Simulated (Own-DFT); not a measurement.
# Computed records: AlGa3N4 (wurtzite random alloy, strained, atoms displaced)

All values are calculated (Own-DFT development build). A calculation, not a measurement: plane-wave PBE density functional theory by an unreviewed code, no spin, of a simulated periodic cell, stress positive in tension, free energy of the whole cell less one offset for each atom, forces on such cells passed a denser k mesh, this cell's mesh not checked; offsets are fitted by least squares, one for each functional and potential file, so energies compare only between cells with the same atoms and settings and are not formation energies; the far tail of each file's local potential was reset to the Coulomb form; each entry is a single point on an unrelaxed cell, so the pressure reflects the starting lattice, mostly measured values, from which strain is counted, and rises with the displacements; printed positions are rounded, which can move forces by about a meV/angstrom; the program is a retired in-house code; no spin-orbit coupling.

Common to all runs: functional PBE; potential files PseudoDojo norm-conserving, scalar-relativistic, standard set with the stringent files for Ga; wave cutoff 96 hartree; occupations Gaussian; smearing width 0.01 eV; k mesh 4 x 4 x 3 centred on Gamma.

(1) AlGa3N4 (wurtzite random alloy, strained, atoms displaced)

```
AlGa3N4
1.0
      9.3428     0.0000     0.0000
     -4.6714     8.0911     0.0000
      0.0000     0.0000    10.2685
Ga Al N Ga N Ga N Ga Al N Ga N Ga N Ga N Ga N Ga N Al Ga N Ga N Ga Al N Ga N Ga Al N Ga Al N Al Ga N Ga Al N Ga Al N
1 1 2 2 2 2 2 1 1 2 2 2 2 2 2 2 2 2 2 2 1 1 2 2 2 1 1 2 2 2 1 1 2 1 1 2 1 1 2 1 1 2 1 1 2
Direct
  0.12018 0.23827 0.99684
  0.21612 0.09950 0.25173
  0.11683 0.23062 0.18105
  0.22150 0.11368 0.44789
  0.11091 0.21845 0.50293
  0.23336 0.12449 0.74429
  0.11344 0.23033 0.68721
  0.23152 0.12033 0.93691
  0.11730 0.55848 0.99792
  0.21990 0.44933 0.25718
  0.11942 0.56749 0.18865
  0.21523 0.43215 0.44076
  0.11534 0.55583 0.49905
  0.21661 0.44465 0.75367
  0.10928 0.56782 0.68743
  0.22460 0.44669 0.93444
  0.11778 0.90650 0.99645
  0.19880 0.76867 0.24846
  0.10456 0.89154 0.18539
  0.23051 0.78637 0.42863
  0.11479 0.89260 0.50653
  0.22577 0.78529 0.74916
  0.12032 0.90231 0.69087
  0.22216 0.77523 0.94109
  0.44214 0.22004 0.99617
  0.56510 0.11833 0.25254
  0.44846 0.22510 0.17949
  0.55244 0.10989 0.43522
  0.44380 0.22676 0.50149
  0.56375 0.12247 0.74978
  0.45080 0.23772 0.68292
  0.56160 0.11951 0.93432
  0.44681 0.55007 0.00172
  0.54922 0.43932 0.25121
  0.43131 0.54486 0.19392
  0.56884 0.44666 0.43990
  0.43874 0.54109 0.50533
  0.55082 0.44760 0.75220
  0.43704 0.56430 0.68875
  0.55058 0.44412 0.93864
  0.44232 0.89684 0.99558
  0.55351 0.77739 0.25194
  0.43984 0.89570 0.18391
  0.55758 0.78190 0.44158
  0.44757 0.89024 0.49563
  0.54986 0.77510 0.75664
  0.44070 0.89136 0.68496
  0.56683 0.77951 0.93985
  0.77894 0.23598 0.98711
  0.90117 0.12244 0.24480
  0.77212 0.21012 0.18616
  0.88421 0.10635 0.43932
  0.76700 0.22016 0.49996
  0.88624 0.10877 0.74623
  0.78045 0.23017 0.68696
  0.89219 0.10838 0.94057
  0.76809 0.54854 0.99484
  0.87342 0.42914 0.24503
  0.78323 0.55376 0.18452
  0.88705 0.44501 0.45312
  0.77027 0.54486 0.50686
  0.89073 0.44114 0.74666
  0.78168 0.55178 0.69301
  0.88788 0.43823 0.94452
  0.77303 0.89178 0.98959
  0.87965 0.76749 0.25606
  0.78575 0.88700 0.18922
  0.88917 0.77883 0.43931
  0.77488 0.89329 0.49898
  0.89075 0.77344 0.75021
  0.78520 0.88742 0.69558
  0.88760 0.77510 0.93281
```

The calculation gives: free energy of cell above offsets -6.649 eV; pressure 14.96 GPa; stress xx -15.52 GPa; stress yy -19.47 GPa; stress zz -9.88 GPa; stress yz -0.42 GPa; stress xz -0.52 GPa; stress xy -1.33 GPa.

Force:
| element | x (eV/Å) | y (eV/Å) | z (eV/Å) |
| --- | --- | --- | --- |
| Ga | -0.293 | -2.664 | 0.461 |
| Al | 0.037 | 2.036 | -0.128 |
| N | 1.392 | -0.543 | 1.384 |
| N | 0.842 | -0.327 | -2.736 |
| Ga | -1.79 | -0.576 | 0.126 |
| Ga | -0.972 | -0.568 | 0.968 |
| N | -0.962 | -0.03 | 1.204 |
| N | -1.386 | 0.222 | -1.373 |
| Ga | -0.806 | -0.17 | 1.06 |
| Ga | -0.576 | -0.764 | -0.556 |
| N | -1.386 | -4.467 | -0.67 |
| N | 1.143 | 2.001 | 0.333 |
| Ga | -0.597 | 0.781 | 0.138 |
| Al | -0.322 | 0.954 | -1.18 |
| N | 1.944 | -1.449 | 0.362 |
| N | 0.163 | 1.438 | -1.012 |
| Ga | -0.607 | -2.647 | 0.399 |
| Ga | 1.655 | 3.407 | -0.063 |
| N | -0.957 | -0.204 | 0.465 |
| N | -0.916 | -1.096 | 1.699 |
| Ga | -0.136 | -1.155 | -0.758 |
| Ga | -0.449 | -0.03 | 0.806 |
| N | -1.086 | -1.211 | 0.382 |
| N | -0.782 | 1.266 | -1.122 |
| Ga | 0.929 | 0.724 | 0.849 |
| Ga | -1.87 | -1.79 | -0.886 |
| N | -1.049 | -1.201 | 1.888 |
| N | -0.739 | 0.618 | 0.652 |
| Ga | 0.781 | -0.673 | -0.847 |
| Ga | -0.917 | -1.181 | -0.661 |
| N | 0.78 | -1.074 | 0.7 |
| N | -0.732 | -0.706 | -0.505 |
| Ga | -1.496 | 1.619 | 1.103 |
| Ga | 0.718 | 0.627 | -0.304 |
| N | 1.525 | 1.602 | -0.877 |
| N | -2.713 | 0.055 | -0.031 |
| Al | -0.184 | 1.891 | -0.744 |
| Ga | 0.353 | 1.596 | -0.128 |
| N | 0.321 | -1.019 | -0.15 |
| N | 0.659 | -0.814 | -0.85 |
| Ga | 1.405 | -0.6 | 1.209 |
| Ga | -0.057 | 0.805 | -0.845 |
| N | 0.361 | -0.746 | 0.507 |
| N | -0.103 | -2.792 | -0.223 |
| Ga | -0.581 | -0.222 | 0.524 |
| Al | 0.568 | 1.338 | -0.994 |
| N | 1.959 | 0.686 | 0.722 |
| N | -3.947 | -1.793 | -1.471 |
| Ga | 1.837 | -5.058 | 2.721 |
| Ga | -0.179 | -2.313 | 0.552 |
| N | 0.722 | 2.578 | -0.837 |
| N | -0.035 | 1.917 | -0.486 |
| Ga | 1.706 | 0.061 | -0.059 |
| Al | 0.597 | 0.203 | 0.715 |
| N | 1.379 | -2.376 | 0.118 |
| N | -0.652 | 2.177 | -2.029 |
| Ga | 1.372 | 1.748 | 0.738 |
| Al | 1.306 | 1.445 | 0.788 |
| N | -0.741 | -0.329 | 0.813 |
| N | -0.143 | 0.08 | -2.805 |
| Al | 1.579 | 2.617 | 0.292 |
| Ga | 0.077 | 1.413 | 1.161 |
| N | -1.618 | 1.064 | -0.756 |
| N | 0.232 | 4.56 | -2.196 |
| Ga | 3.247 | 0.239 | 2.7 |
| Al | 0.324 | 1.01 | -0.887 |
| N | -0.838 | -0.229 | -0.161 |
| N | 0.238 | -1.42 | 0.32 |
| Ga | 1.257 | -1.248 | 1.014 |
| Al | 0.27 | 0.661 | -0.029 |
| N | -1.597 | -0.082 | -0.35 |
| N | 0.533 | 0.128 | -0.164 |

(2) AlGa3N4 (wurtzite random alloy, strained, atoms displaced)

```
AlGa3N4
1.0
      9.3428     0.0000     0.0000
     -4.6714     8.0911     0.0000
      0.0000     0.0000    10.2685
Ga Al N Ga N Ga N Ga Al N Ga N Ga Al N Al Ga N Ga N Al N Ga N Ga N Ga N Ga N Al Ga N Al Ga N Ga N Ga N Ga Al N
1 1 2 2 2 2 2 1 1 2 2 2 1 1 2 1 1 2 2 2 2 2 2 2 2 2 2 2 2 2 1 1 2 1 1 2 2 2 2 2 1 1 2
Direct
  0.10515 0.22043 0.99650
  0.22843 0.11547 0.24840
  0.10481 0.21808 0.18728
  0.21207 0.11125 0.44790
  0.11379 0.23070 0.50134
  0.22401 0.12213 0.75013
  0.10861 0.22058 0.68629
  0.21770 0.10984 0.94254
  0.10682 0.55844 0.99333
  0.23117 0.45261 0.24773
  0.10977 0.55564 0.18542
  0.21775 0.43686 0.42757
  0.11040 0.55706 0.50125
  0.22252 0.45174 0.74838
  0.11336 0.56638 0.68623
  0.21741 0.44397 0.94412
  0.11847 0.89776 0.99735
  0.22598 0.78638 0.25306
  0.11883 0.88468 0.19079
  0.22873 0.76551 0.43934
  0.11128 0.90030 0.50321
  0.22286 0.77609 0.75765
  0.12758 0.89191 0.69285
  0.21499 0.77876 0.93982
  0.45317 0.20865 0.00200
  0.55227 0.10458 0.24768
  0.45623 0.21894 0.18790
  0.56036 0.10141 0.44475
  0.45280 0.21592 0.50750
  0.54842 0.10928 0.74603
  0.44252 0.21898 0.69331
  0.56299 0.11524 0.93638
  0.44680 0.56646 0.99011
  0.55872 0.45077 0.25012
  0.44078 0.55829 0.18273
  0.55826 0.44842 0.44486
  0.44822 0.54766 0.49744
  0.55457 0.43629 0.74427
  0.44619 0.55706 0.69540
  0.56148 0.45032 0.93221
  0.44970 0.89331 0.00173
  0.54925 0.77066 0.25344
  0.45084 0.89456 0.18463
  0.55530 0.76777 0.44031
  0.43478 0.88229 0.50401
  0.56140 0.78412 0.74763
  0.45555 0.89516 0.68286
  0.55629 0.78515 0.94341
  0.78237 0.22496 0.98790
  0.88814 0.09953 0.25659
  0.78102 0.21515 0.20308
  0.89238 0.12259 0.43920
  0.78540 0.22389 0.50695
  0.89236 0.11523 0.75815
  0.77786 0.21364 0.69270
  0.89428 0.11073 0.94507
  0.77519 0.55644 0.00658
  0.89492 0.43927 0.24194
  0.78424 0.56111 0.18127
  0.88875 0.44764 0.43838
  0.77784 0.55986 0.49347
  0.87693 0.43896 0.75366
  0.77381 0.55465 0.69109
  0.89096 0.44556 0.93372
  0.77717 0.88560 0.99081
  0.89611 0.78899 0.25330
  0.78013 0.88659 0.18536
  0.88797 0.77276 0.43298
  0.78080 0.89304 0.49726
  0.89010 0.76480 0.74379
  0.78026 0.88667 0.68701
  0.88742 0.77606 0.94199
```

The calculation gives: free energy of cell above offsets -6.187 eV; pressure 15.27 GPa; stress xx -17.37 GPa; stress yy -18.54 GPa; stress zz -9.89 GPa; stress yz 0.58 GPa; stress xz -0.48 GPa; stress xy 1.02 GPa.

Force:
| element | x (eV/Å) | y (eV/Å) | z (eV/Å) |
| --- | --- | --- | --- |
| Ga | 1.837 | 1.198 | 2.116 |
| Al | -0.591 | -0.205 | 0.106 |
| N | 2.129 | 0.157 | 0.346 |
| N | 2.529 | 1.276 | -2.6 |
| Ga | -0.615 | -0.651 | 0.021 |
| Ga | 0.053 | -1.704 | 0.959 |
| N | -0.354 | 2.183 | 0.884 |
| N | 2.102 | 2.071 | -0.819 |
| Ga | 0.809 | -0.118 | 1.758 |
| Ga | -1.874 | -1.73 | -0.986 |
| N | 1.009 | 1.107 | -0.443 |
| N | 0.448 | 1.838 | 1.891 |
| Ga | 0.144 | -1.494 | -0.261 |
| Al | 0.01 | -0.479 | 0.509 |
| N | 0.652 | -1.245 | 1.411 |
| N | 1.173 | 1.022 | -2.229 |
| Ga | -1.512 | -1.701 | 1.233 |
| Ga | 1.711 | -2.161 | 0.17 |
| N | -2 | 2.897 | -0.478 |
| N | -2.536 | 2.004 | -1.061 |
| Ga | 1.161 | -2.656 | 0.509 |
| Al | 0.79 | 0.782 | -0.965 |
| N | -1.981 | -0.589 | -0.081 |
| N | 2.029 | 0.593 | -1.2 |
| Al | -2.988 | 2.705 | -0.009 |
| Ga | 2.057 | 1.057 | 2.027 |
| N | -3.001 | 1.678 | -0.266 |
| N | -0.131 | 1.325 | -0.381 |
| Ga | -1.049 | 0.147 | -1.342 |
| Ga | 1.647 | -0.333 | 0.816 |
| N | -0.247 | 0.151 | -1.033 |
| N | -0.456 | -0.899 | -0.658 |
| Al | 0.518 | -2.011 | 0.781 |
| Al | 0.643 | -0.351 | -0.691 |
| N | 2.535 | -0.654 | -1.051 |
| N | 1.077 | -2.524 | -2.486 |
| Ga | -2.887 | 0.829 | 1.488 |
| Ga | -0.926 | 1.629 | 1.566 |
| N | -0.969 | -0.794 | -0.843 |
| N | -0.448 | -1.064 | 1.764 |
| Ga | -1.118 | -0.307 | -0.126 |
| Ga | 0.748 | 1.368 | -0.304 |
| N | -0.228 | -1.758 | 0.486 |
| N | -0.494 | 1.075 | -0.18 |
| Ga | 2.21 | 0.093 | -0.556 |
| Ga | 0.158 | -0.545 | 0.42 |
| N | -1.807 | -1.551 | 2.12 |
| N | 0.071 | -1.046 | -1.599 |
| Ga | 0.512 | -0.123 | 2.77 |
| Ga | -0.301 | 1.109 | -0.755 |
| N | -0.762 | -0.037 | -2.522 |
| N | 0.16 | -1.328 | 0.957 |
| Al | -1.089 | 0.388 | -0.899 |
| Ga | 0.662 | -1.457 | -0.667 |
| N | -1.075 | 1.23 | -1.012 |
| N | -1.813 | -0.675 | -1.608 |
| Al | 0.153 | 0.164 | -1.867 |
| Ga | -1.297 | 0.274 | 1.355 |
| N | -1.006 | -0.885 | 1.824 |
| N | 0.108 | -1.384 | 0.29 |
| Ga | 1.278 | -0.812 | 1.251 |
| Ga | 1.281 | 0.488 | -1.392 |
| N | 0.687 | -0.097 | -1.584 |
| N | -1.779 | 0.357 | 1.092 |
| Ga | 0.421 | 0.223 | 1.843 |
| Ga | 0.628 | -1.296 | -1.717 |
| N | -0.979 | -0.55 | -0.065 |
| N | 0.057 | 1.904 | 1.333 |
| Ga | -0.271 | 0.094 | 0.445 |
| Al | -0.348 | 2.576 | 1.512 |
| N | 1.651 | 0.11 | 0.478 |
| N | 1.081 | -0.886 | -1.793 |

(3) AlGa3N4 (wurtzite random alloy, strained, atoms displaced)

```
AlGa3N4
1.0
      9.3428     0.0000     0.0000
     -4.6714     8.0911     0.0000
      0.0000     0.0000    10.2685
Ga Al N Ga Al N Ga Al N Ga N Ga N Al Ga N Ga N Ga N Al Ga N Ga Al N Ga N Ga Al N Al Ga N Ga N Ga N Ga N Ga N Ga Al N
1 1 2 1 1 2 1 1 2 2 2 2 2 1 1 2 2 2 2 2 1 1 2 1 1 2 2 2 1 1 2 1 1 2 2 2 2 2 2 2 2 2 1 1 2
Direct
  0.11643 0.22771 0.99540
  0.22746 0.11366 0.24845
  0.11306 0.22437 0.19401
  0.23066 0.11608 0.43752
  0.10664 0.21906 0.49556
  0.21836 0.10330 0.75207
  0.11576 0.22438 0.67856
  0.22466 0.11268 0.93756
  0.10989 0.55378 0.99798
  0.22802 0.45688 0.25123
  0.10923 0.55245 0.19043
  0.22266 0.44652 0.43609
  0.11692 0.54942 0.50705
  0.23169 0.44482 0.74411
  0.10584 0.55178 0.68740
  0.22508 0.45532 0.93848
  0.10696 0.88286 0.00627
  0.21640 0.77074 0.25008
  0.11506 0.88723 0.18665
  0.22389 0.77326 0.42528
  0.11210 0.89319 0.50142
  0.21052 0.76406 0.74501
  0.12405 0.89375 0.68034
  0.22314 0.77991 0.94108
  0.44973 0.21949 0.00061
  0.55027 0.11066 0.25846
  0.44099 0.21730 0.19784
  0.55351 0.11127 0.44283
  0.45389 0.23475 0.49963
  0.55363 0.11498 0.74901
  0.43303 0.22216 0.67786
  0.54947 0.10835 0.93809
  0.44014 0.55413 0.99924
  0.56260 0.44441 0.24393
  0.44431 0.56157 0.17905
  0.55474 0.45247 0.43742
  0.45028 0.55687 0.49893
  0.55937 0.44039 0.74608
  0.44267 0.55069 0.69150
  0.55921 0.44764 0.94501
  0.44886 0.89706 0.99459
  0.56248 0.78963 0.25187
  0.43997 0.88238 0.19619
  0.55187 0.77093 0.43951
  0.43359 0.87883 0.50331
  0.56108 0.78641 0.74686
  0.44179 0.87572 0.69285
  0.56197 0.77426 0.94239
  0.77948 0.22355 0.00392
  0.88739 0.10492 0.23999
  0.77628 0.21817 0.17775
  0.88910 0.11623 0.43500
  0.78027 0.22375 0.50639
  0.88985 0.10712 0.75201
  0.77827 0.21967 0.68399
  0.88670 0.11102 0.93950
  0.77663 0.55030 0.00100
  0.89560 0.44901 0.25506
  0.78105 0.56273 0.19259
  0.88306 0.44278 0.43545
  0.77799 0.55598 0.50782
  0.89081 0.44170 0.75003
  0.77728 0.54698 0.68609
  0.89109 0.44481 0.94542
  0.77699 0.89424 0.99738
  0.89527 0.78083 0.24286
  0.77944 0.89424 0.18938
  0.88243 0.76914 0.43636
  0.77826 0.88107 0.51008
  0.87870 0.77062 0.74575
  0.78867 0.89264 0.68804
  0.88603 0.76100 0.93319
```

It finds free energy of cell above offsets -7.794 eV; pressure 14.6 GPa; stress xx -16.25 GPa; stress yy -16.02 GPa; stress zz -11.52 GPa; stress yz 0.15 GPa; stress xz 0.53 GPa; stress xy 0.18 GPa.

Force:
| element | x (eV/Å) | y (eV/Å) | z (eV/Å) |
| --- | --- | --- | --- |
| Ga | -0.168 | 0.125 | 1.348 |
| Al | -1.35 | -0.438 | 0.939 |
| N | 1.18 | 0.81 | -0.888 |
| N | -0.741 | -1.491 | -0.952 |
| Ga | 0.858 | 0.287 | -0.85 |
| Al | -0.138 | 1.066 | -0.732 |
| N | 0.089 | -1.165 | 2.261 |
| N | -0.108 | -0.567 | -0.823 |
| Ga | -0.059 | 1.111 | 1.294 |
| Al | 0.716 | -1.332 | -0.282 |
| N | 0.721 | -0.251 | -0.91 |
| N | 0.931 | -0.316 | -0.586 |
| Ga | -1.842 | 0.722 | -2.069 |
| Ga | -1.812 | -0.843 | 1.274 |
| N | 1.04 | -1.008 | 0.265 |
| N | 1.335 | -1.212 | -1.089 |
| Ga | -0.108 | 0.438 | -1.632 |
| Ga | 0.674 | 0.392 | -1.226 |
| N | -0.452 | 1.637 | 0.793 |
| N | -1.882 | 0.095 | 3.912 |
| Al | 0.553 | -0.317 | -1.818 |
| Ga | 0.683 | 2.025 | 1.823 |
| N | -2.279 | -0.881 | 0.765 |
| N | 0.102 | -0.37 | -1.015 |
| Ga | -1.66 | 0.935 | 1.101 |
| Ga | 1.573 | -0.689 | -0.512 |
| N | -0.06 | 0.656 | -1.809 |
| N | 0.6 | -0.38 | 0.552 |
| Ga | -0.532 | -1.054 | -1.181 |
| Ga | -0.367 | -0.757 | -0.63 |
| N | 0.996 | 0.363 | 3.237 |
| N | 2.342 | 1.802 | -0.917 |
| Al | 0.857 | 0.552 | 0.026 |
| Ga | -1.922 | 0.611 | 0.835 |
| N | 0.098 | -0.629 | 1.16 |
| N | 1.876 | -0.617 | -0.811 |
| Ga | -1.693 | -0.532 | 0.66 |
| Al | -1.255 | -0.163 | 1.072 |
| N | 2.732 | 2.274 | -0.314 |
| N | -1.284 | -0.932 | -1.983 |
| Ga | 0.423 | -2.622 | 1.765 |
| Ga | 0.175 | -1.818 | 0.094 |
| N | -0.445 | 1.566 | -1.788 |
| N | 0.311 | 1.783 | 0.349 |
| Ga | 0.792 | 1.097 | -0.5 |
| Al | 1.056 | -1.994 | 1.367 |
| N | -0.762 | 1.356 | -0.353 |
| N | -1.646 | -0.073 | -2.142 |
| Al | -0.393 | -0.085 | -1.293 |
| Ga | -0.245 | 2.552 | 1.944 |
| N | -0.821 | 0.5 | 1.666 |
| N | -0.175 | -1.662 | -0.05 |
| Ga | -0.313 | -0.432 | -2.34 |
| Ga | 0.369 | 1.727 | -0.218 |
| N | -0.198 | -0.221 | 2.247 |
| N | -0.177 | 1.199 | -0.442 |
| Ga | -0.018 | 0.109 | 1.105 |
| Ga | -0.879 | -1.286 | -0.901 |
| N | 1.005 | -1.079 | -1.178 |
| N | 0.815 | 0.252 | 1.537 |
| Ga | 0.145 | -0.575 | -2.419 |
| Ga | -0.276 | -0.693 | 1.239 |
| N | -1.111 | 1.091 | 1.791 |
| N | -0.238 | -1.786 | -1.548 |
| Ga | 1.555 | -1.454 | 0.852 |
| Ga | -1.079 | 0.437 | 1.5 |
| N | 0.936 | -1.923 | -1.338 |
| N | 1.404 | 1.886 | 0.465 |
| Ga | -0.751 | 1.249 | -3.172 |
| Al | 2.296 | -0.002 | 0.966 |
| N | -1.256 | -1.647 | 1.507 |
| N | -0.744 | 2.592 | -0.994 |

(4) AlGa3N4 (wurtzite random alloy, strained, atoms displaced)

```
AlGa3N4
1.0
      9.3428     0.0000     0.0000
     -4.6714     8.0911     0.0000
      0.0000     0.0000    10.2685
Ga Al N Al Ga N Ga Al N Ga N Ga N Ga N Ga Al N Ga N Ga Al N Ga N Al N Ga N Ga Al N Ga N Ga N Ga N Ga Al N Ga N
1 1 2 1 1 2 1 1 2 2 2 2 2 2 2 1 1 2 2 2 1 1 2 2 2 2 2 2 2 1 1 2 2 2 2 2 2 2 1 1 2 2 2
Direct
  0.12138 0.21918 0.99979
  0.22082 0.10271 0.24792
  0.10903 0.22126 0.18976
  0.22174 0.10681 0.43338
  0.10320 0.22184 0.49264
  0.21802 0.10928 0.74375
  0.10558 0.20738 0.68978
  0.21910 0.10666 0.94772
  0.10923 0.54972 0.00959
  0.21764 0.44586 0.25860
  0.11453 0.54801 0.19162
  0.22707 0.44422 0.43974
  0.10510 0.55379 0.50449
  0.21920 0.44967 0.75481
  0.11164 0.55733 0.69469
  0.22705 0.45420 0.94333
  0.11613 0.89619 0.99926
  0.22723 0.78009 0.24082
  0.11449 0.90077 0.19033
  0.22906 0.77722 0.44053
  0.10325 0.88450 0.50005
  0.22450 0.78118 0.74861
  0.11323 0.88602 0.69146
  0.22384 0.77591 0.94685
  0.44485 0.22338 0.00507
  0.55742 0.12272 0.25498
  0.45271 0.22346 0.18729
  0.54689 0.10680 0.42999
  0.44892 0.22650 0.49834
  0.56353 0.10707 0.75338
  0.43749 0.22573 0.69679
  0.54270 0.10551 0.93617
  0.44492 0.54791 0.00282
  0.55159 0.44978 0.25107
  0.45367 0.56916 0.19254
  0.56015 0.44779 0.43386
  0.44228 0.55205 0.50300
  0.56063 0.44836 0.75065
  0.45023 0.54464 0.69687
  0.55897 0.45396 0.93626
  0.44148 0.88680 0.00327
  0.56026 0.76994 0.24916
  0.43619 0.88212 0.18105
  0.55304 0.77982 0.43884
  0.43842 0.87968 0.49469
  0.54537 0.76894 0.74118
  0.44274 0.89082 0.69020
  0.54545 0.78001 0.93346
  0.77804 0.22420 0.99592
  0.89091 0.11933 0.26288
  0.77624 0.22147 0.18586
  0.88086 0.10719 0.43286
  0.77641 0.22668 0.49777
  0.89572 0.10730 0.75027
  0.77246 0.21378 0.68851
  0.89835 0.11663 0.93134
  0.78341 0.56898 0.99388
  0.89078 0.44774 0.24996
  0.77826 0.56289 0.18384
  0.88897 0.44637 0.43870
  0.78486 0.55461 0.49169
  0.88799 0.44679 0.75115
  0.77730 0.56382 0.68690
  0.88253 0.43370 0.94061
  0.76950 0.87904 0.00478
  0.89127 0.79122 0.25010
  0.77403 0.88906 0.19070
  0.89465 0.78125 0.44039
  0.77831 0.88984 0.50235
  0.89386 0.78237 0.75046
  0.77633 0.88867 0.68945
  0.89087 0.77968 0.94284
```

**Q.** What stress xx does the calculation give for AlGa3N4 (wurtzite random alloy, strained, atoms displaced) (entry 4)?
**A.** -18.13 GPa

**Q.** Estimate the pressure of AlGa3N4 (wurtzite random alloy, strained, atoms displaced) (entry 4).
**A.** 15.03 GPa

**Q.** Give the table of force values for AlGa3N4 (wurtzite random alloy, strained, atoms displaced) (entry 4).
**A.** 
Force:
| element | x (eV/Å) | y (eV/Å) | z (eV/Å) |
| --- | --- | --- | --- |
| Ga | -2.946 | 1.353 | 0.742 |
| Al | -0.048 | 3.132 | 0.738 |
| N | 0.419 | 0.412 | 1.539 |
| N | -1.218 | 0.977 | 0.173 |
| Al | 1.636 | -0.707 | 0.972 |
| Ga | 1.442 | -0.378 | 1.785 |
| N | -0.77 | 3.167 | -2.746 |
| N | 1.531 | 1.43 | -2.42 |
| Ga | -0.74 | 0.533 | -1.176 |
| Al | 1.986 | -0.66 | -1.151 |
| N | -0.948 | 0.699 | 0.812 |
| N | -1.627 | -1.061 | -0.013 |
| Ga | 1.367 | 0.732 | -0.033 |
| Ga | 1.624 | -1.52 | 0.306 |
| N | -0.4 | -0.2 | -1.224 |
| N | 0.395 | -1.818 | -0.604 |
| Ga | 0.352 | -2.235 | 0.911 |
| Ga | -1.389 | -0.558 | 1.465 |
| N | -0.447 | -2.773 | -0.222 |
| N | -2.802 | -1.326 | -1.124 |
| Ga | 2.565 | 1.201 | 0.451 |
| Ga | 0.341 | -0.186 | 1.858 |
| N | -0.624 | 0.258 | -0.851 |
| N | -0.571 | -0.094 | -0.869 |
| Ga | 0.375 | 0.51 | -1.127 |
| Al | 1.299 | -1.859 | -2.019 |
| N | -2.048 | 0.969 | 1.453 |
| N | 1.025 | 0.472 | 1.159 |
| Ga | -0.915 | -0.673 | 1.098 |
| Ga | -2.508 | 0.305 | 0.153 |
| N | 2.251 | -0.449 | -1.651 |
| N | 1.36 | -0.237 | 0.904 |
| Ga | -1.147 | 2.226 | 0.21 |
| Al | 1.315 | -0.384 | -0.819 |
| N | -0.849 | -3.71 | -0.046 |
| N | -0.207 | 0.073 | -0.328 |
| Ga | 1.013 | 0.571 | 0.592 |
| Ga | 1.448 | -1.605 | 0.911 |
| N | -3.832 | 1.311 | -2.326 |
| N | 1.073 | -1.472 | 0.434 |
| Al | 0.099 | 0.36 | -0.779 |
| Al | -1.964 | 3.127 | 0.838 |
| N | 2.799 | 1.929 | 1.261 |
| N | 1.64 | -1.056 | -1.035 |
| Ga | 0.495 | 2.189 | 1.459 |
| Ga | 0.747 | 0.941 | 1.555 |
| N | 0.396 | -0.64 | -1.522 |
| N | 1.084 | -0.335 | 0.542 |
| Ga | 0.017 | -2.653 | 0.807 |
| Al | -0.238 | -0.735 | -4.385 |
| N | 0.157 | -0.424 | 1.349 |
| N | 0.896 | 1.23 | 1.981 |
| Ga | -0.659 | -1.515 | 0.733 |
| Ga | -1.956 | -0.161 | 0.335 |
| N | 1.338 | 1.791 | -1.057 |
| N | -0.547 | -0.934 | 1.763 |
| Ga | 0.592 | -2.87 | 1.353 |
| Ga | -0.796 | -0.14 | -1.012 |
| N | -0.258 | 0.468 | 1.505 |
| N | 1.176 | -0.713 | -0.674 |
| Ga | -2.252 | 1.098 | 1.578 |
| Ga | -0.506 | -0.738 | 0.332 |
| N | 1.461 | -0.78 | -0.692 |
| N | -0.165 | 3.048 | -0.83 |
| Ga | -0.851 | 1.667 | -1.094 |
| Al | 0.903 | -1.238 | -0.172 |
| N | 0.381 | 1.099 | 1.063 |
| N | -1.739 | -0.753 | -1.943 |
| Ga | -0.339 | -0.658 | 0.243 |
| Ga | -0.75 | -0.092 | 0.553 |
| N | -0.061 | -0.659 | -0.529 |
| N | 0.12 | 1.723 | -1.444 |

Further results for AlGa3N4 (wurtzite random alloy, strained, atoms displaced) (entry 4):

- free energy of cell above offsets: -7.332 eV
- stress yy: -16.99 GPa
- stress zz: -9.97 GPa
- stress yz: 0.1 GPa
- stress xz: 0.14 GPa
- stress xy: 0.21 GPa
